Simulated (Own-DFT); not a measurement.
# Misfit strain and the stress it brings: wurtzite AlGaN with randomly placed atoms, 72 atoms (Al27Ga9N36)

Source: density functional calculations with Own-DFT, an unreviewed in-house program that is no longer used. Nothing was measured or relaxed, and spin and spin-orbit coupling are left out.

All runs used: PBE; PseudoDojo norm-conserving scalar-relativistic files; cutoff 42 hartree; 4 x 4 x 3 k mesh centred on Gamma; Fermi-Dirac smearing of 0.1 eV.

Keep in mind: forces on such cells passed a denser k mesh, each cell not checked; stress not checked against mesh or cutoff.

Unstrained cell vectors in Å: (9.394, 0.000, 0.000); (-4.697, 8.135, 0.000); (0.000, 0.000, 10.066). The unstrained cell has measured lattice constants (interpolated for alloys), not those of this functional. That, the random moves and any unrelaxed bonds set the pressure at no strain. Each run strains x and y alike by e, as a substrate would, and holds the height along z. Random moves of width 0.05 Å per axis were added to every atom. The random placing of the alloy's atoms differs from row to row. Stress is positive in tension.

| e (%) | u (Å) | (s_xx + s_yy)/2 (GPa) | s_zz (GPa) |
|---|---|---|---|
| -2.75 | 0.048 | -24.63 | -10.46 |
| -2.25 | 0.049 | -20.19 | -11.85 |
| -2.00 | 0.050 | -19.40 | -8.49 |
| -1.75 | 0.051 | -18.16 | -8.97 |
| -0.75 | 0.052 | -11.90 | -7.01 |
| -0.50 | 0.054 | -10.04 | -7.02 |
| -0.25 | 0.048 | -6.95 | -8.23 |
| 2.00 | 0.052 | 3.77 | -4.15 |
| 2.25 | 0.052 | ? | ? |
| 3.00 | 0.050 | 8.30 | -3.09 |

## Analysis

With e as a fraction, the in-plane stress is -6.7 + 578 e - 2552 e² GPa (errors 13 and 820, scatter 0.72), and s_zz is -6.9 + 134 e GPa (slope ± 18, scatter 1.01). At e = 0 the first slope is C11 + C12 and the second 2 C13, both with the ions held to the strained lattice and at the cell's own pressure. The term in e² is negative: the layer stiffens under compression and softens under tension. A free layer would change its height as e changes, and the in-plane slope would drop by 2 C13²/C33 to the biaxial modulus. At fixed height, a misfit of 1 % moves the in-plane stress by about 5.8 GPa and s_zz by 1.3 GPa.

## Withheld run

Question: what are the two stresses at e = 2.25 %?

Estimate: 5.0 and -3.9 GPa. The calculation gave 4.50 and -2.52 GPa.
